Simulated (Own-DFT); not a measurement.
# Strain and stress in diamond-structure GeSn with randomly placed atoms, 64 atoms (Ge52Sn12)

All numbers below are calculated, not measured. They come from Own-DFT, an in-house plane-wave density functional program, since retired, whose code no person has reviewed. Each row is one single-point run on a periodic cell that was not relaxed, without spin or spin-orbit coupling.

Settings of every run: PBE; PseudoDojo norm-conserving scalar-relativistic files; cutoff 49 hartree; 3 x 3 x 3 k mesh centred on Gamma; Fermi-Dirac smearing of 0.1 eV.

Known limits: forces on such cells moved up to 12 meV/angstrom on a denser k mesh; stress not checked against mesh or cutoff.

Unstrained cell vectors in Å: (11.628, 0.000, 0.000); (0.000, 11.628, 0.000); (0.000, 0.000, 11.628). The unstrained cell has measured lattice constants (interpolated for alloys), not those of this functional. That, the random moves and any unrelaxed bonds set the pressure at no strain. Each run strains this cell uniformly, with the atoms carried along. Every atom was also moved at random, by a Gaussian of width 0.05 Å on each axis. The random placing of the alloy's atoms differs from row to row. Strain is the symmetric tensor, in per cent. Stress is positive in tension, and the pressure is minus a third of its trace.

```
run,e_xx (%),e_yy (%),e_zz (%),s_xx (GPa),s_yy (GPa),s_zz (GPa),P (GPa),E (meV/atom)
1,-2.50,-2.50,0.00,-10.22,-10.21,-8.62,9.68,79.5
2,1.75,1.75,0.00,-3.03,-2.89,-3.66,3.19,10.1
3,3.00,3.00,0.00,-1.08,-1.34,-2.64,1.69,0.0
4,-3.00,-3.00,0.00,-11.11,-10.91,-9.26,10.43,81.1
5,-1.50,-1.50,0.00,-8.38,-8.53,-7.49,8.13,71.0
6,0.50,0.50,0.00,-4.75,-4.63,-5.15,4.84,22.9
7,-0.50,-0.50,0.00,-6.63,-6.51,-6.15,6.43,43.1
8,-0.25,-0.25,0.00,-5.76,-5.90,-5.63,5.76,19.5
9,2.25,2.25,0.00,?,?,?,?,?
```

E is the free energy for each atom above the lowest run shown.

## Worked fit

The change of volume is close to e_xx + e_yy + e_zz. A straight line through the runs shown gives P = 5.83 - 74 x (fractional change of volume) GPa, with an error of 3 on the slope and a scatter of 0.29 GPa. The strain isn't the same on all axes, but the crystal is cubic, so the slope still estimates the bulk modulus, averaged over pressures from 1.7 to 10.4 GPa.

## Withheld run

Question: what pressure should run 9 give? Its volume changes by 4.55 %.

The line gives 2.5 GPa. The calculation gave 2.34 GPa.
